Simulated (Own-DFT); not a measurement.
# Strain and stress in C40 NbSi2, 36 atoms (Nb12Si24)

These are calculations, not measurements. They come from Own-DFT, an in-house plane-wave density functional program, since retired, whose code no person has reviewed. Each row is one single-point run on a periodic cell that was not relaxed, without spin or spin-orbit coupling.

Settings of every run: PBE; PseudoDojo norm-conserving scalar-relativistic files; cutoff 42 hartree; 4 x 4 x 5 k mesh centred on Gamma; cold (Marzari-Vanderbilt) smearing of 0.2 eV.

Known limits: forces on such cells failed a check on a denser k mesh; stress not checked against mesh or cutoff.

Unstrained cell vectors in Å: (0.000, 8.324, 0.000); (-9.613, 0.000, 0.000); (0.000, 0.000, 6.586). The unstrained cell was taken from the Materials Project. The random moves and any unrelaxed bonds add to the pressure at no strain. Each run strains this cell uniformly, with the atoms carried along. Every atom was also moved at random, by a Gaussian of width 0.05 Å on each axis. Strain is the symmetric tensor, in per cent. Stress is positive in tension, and the pressure is minus a third of its trace.

| run | e_xx (%) | e_yy (%) | e_zz (%) | e_yz (%) | e_xz (%) | e_xy (%) | s_xx (GPa) | s_yy (GPa) | s_zz (GPa) | s_yz (GPa) | s_xz (GPa) | s_xy (GPa) | P (GPa) | E (meV/atom) |
|---|---|---|---|---|---|---|---|---|---|---|---|---|---|---|
| 1 | -1.63 | 0.03 | 0.57 | -0.61 | -1.70 | 1.06 | -7.81 | -2.77 | -2.23 | -1.88 | -5.25 | 3.25 | 4.27 | 11.5 |
| 2 | -1.83 | -1.31 | 1.30 | 0.70 | -1.93 | 0.97 | -9.67 | -7.02 | -1.78 | 2.25 | -5.97 | 3.72 | 6.16 | 35.7 |
| 3 | 1.84 | 0.26 | 1.47 | -1.85 | -0.04 | 1.48 | 4.55 | 0.54 | 4.26 | -5.16 | 0.01 | 3.82 | -3.12 | 22.3 |
| 4 | -0.71 | -1.69 | 1.01 | -1.98 | -0.04 | -1.10 | -5.35 | -9.83 | -1.66 | -6.54 | -0.25 | -3.47 | 5.61 | 39.5 |
| 5 | 1.16 | -0.96 | -0.34 | 0.86 | 0.87 | -0.67 | 1.40 | -5.56 | -4.27 | 2.68 | 2.79 | -1.97 | 2.81 | 0.0 |
| 6 | -1.00 | 0.68 | -1.78 | 1.32 | -0.36 | 0.48 | -6.88 | -3.09 | -13.70 | 5.22 | -1.52 | 1.49 | 7.89 | 43.1 |
| 7 | 0.75 | -0.26 | 0.23 | 0.88 | 1.59 | -0.50 | 0.53 | -1.95 | -2.14 | 3.00 | 4.49 | -1.66 | 1.19 | 1.4 |
| 8 | -1.65 | 1.68 | 1.51 | 1.83 | 0.47 | -1.23 | -6.69 | 3.18 | 2.62 | 4.84 | 1.41 | -4.27 | 0.30 | 29.9 |
| 9 | -1.40 | 1.44 | -0.64 | -1.62 | -0.96 | 1.29 | -7.01 | 0.99 | -6.98 | -5.14 | -3.17 | 3.96 | 4.34 | 24.4 |
| 10 | 1.26 | 0.03 | 0.78 | 1.83 | -1.20 | -0.24 | 2.21 | -0.49 | 0.43 | 5.93 | -3.27 | -0.73 | -0.72 | 18.5 |
| 11 | -1.18 | -0.97 | -0.36 | -0.54 | -0.60 | -0.87 | -7.89 | -6.78 | -7.60 | -2.57 | -1.76 | -2.57 | 7.42 | 23.0 |
| 12 | -0.14 | -1.07 | 0.05 | 0.72 | 0.14 | 0.04 | -4.78 | -6.14 | -4.38 | 2.59 | 0.17 | 0.33 | 5.10 | 22.9 |
| 13 | -0.86 | -1.95 | 0.96 | 1.64 | -1.45 | -1.16 | -6.23 | -9.69 | -2.57 | 4.55 | -4.06 | -3.42 | 6.16 | 34.0 |
| 14 | 1.41 | -1.96 | -0.33 | 1.54 | -0.76 | -0.23 | 1.02 | -9.02 | -6.05 | 5.31 | -2.20 | -0.78 | 4.68 | 20.4 |
| 15 | 0.66 | -1.01 | -1.88 | 1.76 | -1.87 | -0.99 | -2.53 | -7.15 | -14.20 | 5.19 | -6.41 | -3.38 | 7.96 | 42.8 |
| 16 | -0.36 | -0.62 | -0.84 | -0.54 | 1.82 | -1.40 | ? | ? | ? | ? | ? | ? | ? | ? |

E is the free energy for each atom above the lowest run shown.

## Worked fit

Each stress component was fitted by least squares to a constant and the strains of the runs shown, as fractions, with shears doubled. Shear strains stay in the fit of a normal stress only where such slopes are resolved. The slopes, in GPa:

| stress | at no strain | per e_xx | per e_yy | per e_zz | scatter |
|---|---|---|---|---|---|
| s_xx | -2.7 | 359 ± 10 | 64 ± 12 | 60 ± 12 | 0.48 |
| s_yy | -2.6 | 76 ± 14 | 361 ± 16 | 82 ± 16 | 0.66 |
| s_zz | -4.2 | 100 ± 15 | 88 ± 17 | 473 ± 18 | 0.71 |

Each shear stress against twice its own strain: yz 163 ± 4, xz 149 ± 5, xy 164 ± 5 GPa. These are stiffnesses along x, y and z of the frame in which the cell vectors are given, which need not be the crystal's axes. The atoms are held to the strained lattice; where symmetry lets them move under strain, relaxing them would lower some slopes. The table should be nearly symmetric about its diagonal, and what it lacks of that shows the noise. A ninth of its sum, 185 ± 7 GPa, estimates the bulk modulus near the mean pressure of these runs, 4.0 GPa, so it lies above the value at zero pressure.

## Withheld run

Question: what normal stresses and pressure should run 16 give?

The fit gives s_xx = -4.9, s_yy = -5.8, s_zz = -9.1 and P = 6.6 GPa. The calculation gave -5.18, -5.68, -9.11 and P = 6.66 GPa.
